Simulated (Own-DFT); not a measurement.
# Shaking the atoms of 4H SiC, 32 atoms (C16Si16)

Calculated results; nothing here was measured. They come from Own-DFT, an in-house plane-wave density functional program, since retired, whose code no person has reviewed. Each row is one single-point run on a periodic cell that was not relaxed, without spin or spin-orbit coupling.

Settings of every run: PBE; PseudoDojo norm-conserving scalar-relativistic files; cutoff 42 hartree; 5 x 5 x 3 k mesh centred on Gamma; Fermi-Dirac smearing of 0.1 eV.

Known limits: forces on such cells passed a denser k mesh, each cell not checked; stress not checked against mesh or cutoff.

Cell vectors in Å: (6.165, 0.000, 0.000); (-3.083, 5.339, 0.000); (0.000, 0.000, 10.068). In each run every atom was moved at random and independently from its ideal site; u is the rms move along one axis. E is the free energy for each atom above the fitted value at u = 0, and F the rms of the force components.

```
run,u (Å),E (meV/atom),F (eV/Å),largest force (eV/Å),P (GPa)
1,0.0288,32.8,0.770,2.42,3.54
2,0.0295,?,?,?,?
3,0.0583,126.3,1.736,5.11,5.47
4,0.0597,134.0,1.734,5.30,6.25
5,0.0859,323.2,3.153,14.23,11.57
6,0.0956,336.6,2.736,7.70,10.13
7,0.1052,421.7,3.423,12.25,11.52
```

## Worked fit

For small independent moves the energy grows as E = (3/2) K u², with K the mean stiffness felt by one atom. The runs with u up to 0.11 Å give K = 25.9 ± 1.1 eV/Å², with residuals divided by u² + 0.0006 Å², since the noise grows with the moves. The scatter is 8.2 meV/atom at u = 0.05 Å. The forces follow F = G u with G = 30.7 eV/Å²; no force at u = 0 is resolved. G exceeds K because the moves of its neighbours add to the force on an atom, and stiffness differs between atoms. The pressure follows P = 3.21 + 826 u² GPa: at fixed volume, shortened bonds push harder than stretched ones pull.

## Withheld run

Question: what energy and rms force should run 2 give?

The fit gives 34 ± 4 meV/atom and about 0.91 eV/Å. The calculation gave 37.2 meV/atom and 0.860 eV/Å.
